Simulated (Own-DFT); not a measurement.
# Strain and stress in grey tin, 64 atoms (Sn64)

All numbers below are calculated, not measured. The program, named Own-DFT, is a retired in-house plane-wave density functional code that no person has reviewed. Each row is one single-point run on a periodic cell that was not relaxed, without spin or spin-orbit coupling.

Settings of every run: PBE; PseudoDojo norm-conserving scalar-relativistic files; cutoff 42 hartree; 3 x 3 x 3 k mesh centred on Gamma; cold (Marzari-Vanderbilt) smearing of 0.2 eV.

Known limits: forces on such cells moved up to 12 meV/angstrom on a denser k mesh; stress not checked against mesh or cutoff.

Unstrained cell vectors in Å: (12.978, 0.000, 0.000); (0.000, 12.978, 0.000); (0.000, 0.000, 12.978). The unstrained cell has measured lattice constants (interpolated for alloys), not those of this functional. That, the random moves and any unrelaxed bonds set the pressure at no strain. Each run strains this cell uniformly, with the atoms carried along. Every atom was also moved at random, by a Gaussian of width 0.05 Å on each axis. Strain is the symmetric tensor, in per cent. Stress is positive in tension, and the pressure is minus a third of its trace.

```
run,e_xx (%),e_yy (%),e_zz (%),s_xx (GPa),s_yy (GPa),s_zz (GPa),P (GPa),E (meV/atom)
1,-1.25,-1.25,0.00,-5.13,-5.16,-4.78,5.02,36.8
2,-1.25,-1.25,0.00,-5.13,-5.13,-4.71,4.99,31.4
3,-3.00,-3.00,0.00,-7.54,-7.51,-6.61,7.22,76.3
4,0.50,0.50,0.00,-3.17,-3.08,-3.30,3.18,9.8
5,-3.00,-3.00,0.00,-7.52,-7.59,-6.61,7.24,78.1
6,0.50,0.50,0.00,-3.03,-3.00,-3.19,3.07,0.0
7,1.00,1.00,0.00,-2.51,-2.58,-2.87,2.65,0.6
8,-1.75,-1.75,0.00,-5.89,-5.91,-5.39,5.73,57.8
9,-1.75,-1.75,0.00,-5.83,-5.88,-5.41,5.71,55.3
10,-0.25,-0.25,0.00,-3.89,-3.85,-3.84,3.86,13.0
11,-0.25,-0.25,0.00,-3.84,-3.86,-3.79,3.83,10.3
12,1.00,1.00,0.00,-2.61,-2.54,-2.83,2.66,0.9
13,-2.25,-2.25,0.00,?,?,?,?,?
```

E is the free energy for each atom above the lowest run shown.

## Worked fit

The change of volume is close to e_xx + e_yy + e_zz. A straight line through the runs shown gives P = 3.69 - 58 x (fractional change of volume) GPa, with an error of 1 on the slope and a scatter of 0.12 GPa. The strain isn't the same on all axes, but the crystal is cubic, so the slope still estimates the bulk modulus, averaged over pressures from 2.7 to 7.2 GPa.

## Withheld run

Question: what pressure should run 13 give? Its volume changes by -4.45 %.

The line gives 6.3 GPa. The calculation gave 6.21 GPa.
